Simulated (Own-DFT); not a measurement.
## Calculated data, Al$_{3}$GaN$_{4}$ (wurtzite random alloy, strained, atoms displaced)

A calculation, not a measurement: plane-wave PBE density functional theory by an unreviewed code, no spin, of a simulated periodic cell, stress positive in tension, free energy of the whole cell less one offset for each atom, forces on such cells passed a denser k mesh, this cell's mesh not checked; offsets are fitted by least squares, one for each functional and potential file, so energies compare only between cells with the same atoms and settings and are not formation energies; the far tail of each file's local potential was reset to the Coulomb form; each entry is a single point on an unrelaxed cell, so the pressure reflects the starting lattice, mostly measured values, from which strain is counted, and rises with the displacements; printed positions are rounded, which can move forces by about a meV/angstrom; the program is a retired in-house code; no spin-orbit coupling. Program: Own-DFT development build.

```cif
# cell vector a (Å): 9.6521 0.0000 0.0000
# cell vector b (Å): -4.8260 8.3589 0.0000
# cell vector c (Å): 0.0000 0.0000 10.0655
data_Al3GaN4
_symmetry_space_group_name_H-M 'P 1'
_symmetry_Int_Tables_number 1
_cell_length_a 9.6521
_cell_length_b 9.6520
_cell_length_c 10.0655
_cell_angle_alpha 90.000
_cell_angle_beta 90.000
_cell_angle_gamma 120.000
_cell_volume 812.09
loop_
_atom_site_label
_atom_site_type_symbol
_atom_site_fract_x
_atom_site_fract_y
_atom_site_fract_z
_atom_site_occupancy
Al1 Al 0.11958 0.22073 0.99298 1
Al2 Al 0.21009 0.10699 0.25624 1
N1 N 0.10517 0.21916 0.17905 1
N2 N 0.21689 0.10879 0.44451 1
Al3 Al 0.09794 0.21461 0.49537 1
Ga1 Ga 0.22004 0.10547 0.75300 1
N3 N 0.11460 0.22830 0.69094 1
N4 N 0.23531 0.11149 0.94183 1
Al4 Al 0.10710 0.55392 0.99746 1
Al5 Al 0.22124 0.44256 0.26442 1
N5 N 0.11849 0.56364 0.18763 1
N6 N 0.22677 0.45409 0.44358 1
Al6 Al 0.10866 0.54404 0.50254 1
Al7 Al 0.22106 0.44377 0.74417 1
N7 N 0.11915 0.55562 0.67825 1
N8 N 0.21739 0.44476 0.94069 1
Al8 Al 0.10727 0.89365 0.99689 1
Al9 Al 0.22642 0.76426 0.24688 1
N9 N 0.10577 0.88819 0.18623 1
N10 N 0.21665 0.78320 0.43670 1
Al10 Al 0.10385 0.88387 0.50451 1
Al11 Al 0.21223 0.77106 0.75115 1
N11 N 0.10686 0.89223 0.69071 1
N12 N 0.21576 0.77741 0.94401 1
Al12 Al 0.44265 0.21926 0.01045 1
Ga2 Ga 0.55669 0.11224 0.24856 1
N13 N 0.44984 0.23411 0.18561 1
N14 N 0.55884 0.10203 0.44042 1
Al13 Al 0.43428 0.21582 0.50084 1
Ga3 Ga 0.55429 0.10683 0.74120 1
N15 N 0.46086 0.22469 0.68906 1
N16 N 0.56802 0.11852 0.94177 1
Al14 Al 0.46192 0.55936 0.99596 1
Al15 Al 0.55259 0.43859 0.24965 1
N17 N 0.44819 0.56525 0.19071 1
N18 N 0.55282 0.43482 0.43737 1
Al16 Al 0.44643 0.55574 0.50592 1
Al17 Al 0.56434 0.44614 0.74797 1
N19 N 0.43872 0.55504 0.68468 1
N20 N 0.55138 0.45541 0.94054 1
Al18 Al 0.44399 0.89518 0.99394 1
Al19 Al 0.56535 0.79045 0.24768 1
N21 N 0.44280 0.89183 0.19434 1
N22 N 0.54565 0.77367 0.44030 1
Ga4 Ga 0.44217 0.90268 0.50375 1
Al20 Al 0.55311 0.78466 0.75579 1
N23 N 0.44052 0.88540 0.68876 1
N24 N 0.56096 0.78340 0.94832 1
Ga5 Ga 0.76373 0.21268 0.99978 1
Al21 Al 0.88436 0.11112 0.23946 1
N25 N 0.77445 0.23193 0.18855 1
N26 N 0.89617 0.11316 0.43615 1
Al22 Al 0.77751 0.22696 0.49631 1
Al23 Al 0.89721 0.11528 0.74681 1
N27 N 0.77919 0.21862 0.69119 1
N28 N 0.90552 0.12719 0.93237 1
Ga6 Ga 0.79058 0.55114 0.99136 1
Al24 Al 0.88748 0.43361 0.24178 1
N29 N 0.78053 0.56166 0.18567 1
N30 N 0.87760 0.43516 0.43552 1
Ga7 Ga 0.77577 0.55977 0.50470 1
Ga8 Ga 0.89140 0.44715 0.75576 1
N31 N 0.77529 0.54962 0.68862 1
N32 N 0.89134 0.44316 0.93766 1
Ga9 Ga 0.77641 0.88576 0.00665 1
Al25 Al 0.89530 0.77124 0.25155 1
N33 N 0.77594 0.88418 0.18780 1
N34 N 0.88335 0.78886 0.44067 1
Al26 Al 0.78191 0.89363 0.49503 1
Al27 Al 0.89720 0.78369 0.74662 1
N35 N 0.77491 0.89264 0.68790 1
N36 N 0.88728 0.77228 0.94821 1
_calc_functional 'PBE'
_calc_potential_files 'PseudoDojo norm-conserving, scalar-relativistic, standard set'
_calc_wave_cutoff 42  # hartree
_calc_occupations 'Fermi-Dirac'
_calc_smearing_width 0.1  # eV
_calc_k_mesh '4 x 4 x 3 centred on Gamma'
_calc_free_energy_of_cell_above_offsets '-14.968'  # eV
_calc_pressure -3.01  # GPa
_calc_stress_xx 6.98  # GPa
_calc_stress_yy 6.11  # GPa
_calc_stress_zz -4.05  # GPa
_calc_stress_yz -0.95  # GPa
_calc_stress_xz -0.05  # GPa
_calc_stress_xy -0.64  # GPa
```

Force:
```
element  x (eV/Å)  y (eV/Å)  z (eV/Å)
     Al    -0.808     1.311    -0.012
     Al     0.555    -0.205    -1.386
      N     0.357     0.319     2.183
      N    -0.137    -0.013    -0.005
     Al      2.01     1.553     1.089
     Ga     0.536     1.968    -0.759
      N     0.002    -0.788    -0.946
      N    -1.137    -0.302     0.549
     Al     1.523    -0.015     0.476
     Al     0.651     0.808     -3.57
      N     -0.45    -2.918     0.167
      N     0.246    -1.983     0.644
     Al    -1.452     1.539    -2.361
     Al      0.56     0.336     1.176
      N    -1.014     0.529     2.795
      N     1.004     0.343    -0.861
     Al      0.61    -0.753     1.031
     Al    -1.426     2.677     0.743
      N      0.88     0.505     0.683
      N    -0.306     -1.16     0.597
     Al     0.185     0.346    -1.614
     Al     0.928     0.396     -0.37
      N     1.126    -1.498    -0.036
      N     0.318     0.228    -0.994
     Al     0.666     1.155    -2.663
     Ga    -1.036    -0.176     0.288
      N    -0.795    -1.741     2.058
      N    -0.978     3.506    -0.035
     Al     1.168     0.674    -0.336
     Ga       1.2     0.249     1.134
      N    -2.515       0.6    -0.498
      N    -4.458    -2.362    -0.775
     Al    -4.394     1.205     1.977
     Al    -0.151     2.472    -0.392
      N     0.261    -1.031     0.277
      N     -1.04     0.173     0.747
     Al     0.039     0.562    -2.122
     Al     -1.81    -0.319     0.465
      N     1.149     0.263     2.158
      N     3.659    -2.945    -1.643
     Al     0.254    -0.723     1.133
     Al    -1.041    -1.943     0.684
      N     0.568    -0.377    -1.568
      N     1.403     0.745    -0.078
     Ga     0.634     -3.67    -1.176
     Al     1.057    -0.762    -0.956
      N    -0.825    -0.739     2.223
      N    -1.645    -0.326    -1.507
     Ga     4.205     1.865    -0.216
     Al     0.694    -0.104     0.318
      N     1.705     -2.12     0.189
      N    -2.068    -0.291    -0.812
     Al     0.367    -1.042      0.75
     Al    -0.912    -0.383     0.007
      N     0.677     0.422    -1.005
      N    -0.318    -1.488     0.975
     Ga    -2.897      0.73     1.621
     Al    -0.715     3.532     1.126
      N      0.59    -1.578     1.167
      N     1.382     1.077    -0.115
     Ga     0.153    -0.658    -2.178
     Ga     0.665    -1.113    -2.487
      N     0.186     1.815     1.712
      N     1.244    -0.435     1.217
     Ga     0.766     0.998     -2.13
     Al    -0.991      0.48    -0.669
      N     0.365     1.317     2.541
      N     2.074    -1.042    -0.093
     Al    -2.407    -0.162     0.628
     Al    -2.401    -0.781     0.967
      N     0.849    -0.209     0.371
      N     0.654     1.455      -2.5
```
